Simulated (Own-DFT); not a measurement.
# A change of arrangement and its cost: In48P48, 96 atoms

All numbers below are calculated, not measured. The program, named Own-DFT, is a retired in-house plane-wave density functional code that no person has reviewed. Each row is one single-point run on a periodic cell that was not relaxed, without spin or spin-orbit coupling.

Settings of every run: PBE; PseudoDojo norm-conserving scalar-relativistic files; cutoff 36 hartree; 2 x 3 x 3 k mesh centred on Gamma; Fermi-Dirac smearing of 0.1 eV.

Known limits, some of them of some rows only: not probed for a lower state with spin; forces on such cells failed a check on a denser k mesh; forces not confirmed at this smearing and k mesh; stress not checked against mesh or cutoff.

All cells hold the same atoms in the same cell, with vectors in Å (17.606, 0.000, 0.000); (0.000, 11.737, 0.000); (0.000, 0.000, 11.737). Every atom was moved at random from its ideal site; u is the rms move along one axis. The defect's site can differ from row to row. E is the free energy of the cell above the lowest run. The arrangements:

- A: zincblende InP
- B: zincblende InP, with one In on a P site and one P on an In site, 2.5 Å apart

| arrangement | u (Å) | E (eV) | P (GPa) |
|---|---|---|---|
| A | 0.0199 | 0.000 | 3.20 |
| A | 0.0207 | 0.054 | 3.21 |
| A | 0.0214 | 0.029 | 3.20 |
| A | 0.0495 | 3.046 | 3.59 |
| A | 0.0505 | 2.935 | 3.56 |
| A | 0.0505 | 3.172 | 3.62 |
| B | 0.0286 | 4.820 | 3.56 |
| B | 0.0309 | 4.654 | 3.51 |
| B | 0.0323 | 5.089 | 3.57 |
| B | 0.0494 | 6.934 | 3.83 |
| B | 0.0494 | 6.489 | 3.73 |
| B | 0.0523 | 7.060 | 3.83 |

Question: once the cost of the random moves is taken out, how do the arrangements rank?

## Worked answer

Fit E = a + b u², with one b for all and one a for each arrangement, and with residuals divided by u², since the noise grows with the moves. Then b = 1362 eV/Å², the scatter at u = 0.04 Å is 0.21 eV, and against A:

- B: 4.11 ± 0.09 eV (higher)

These are energies of unrelaxed cells. Relaxing the atoms lowers the strained arrangements most, so the gaps would shrink and small ones could change sign.
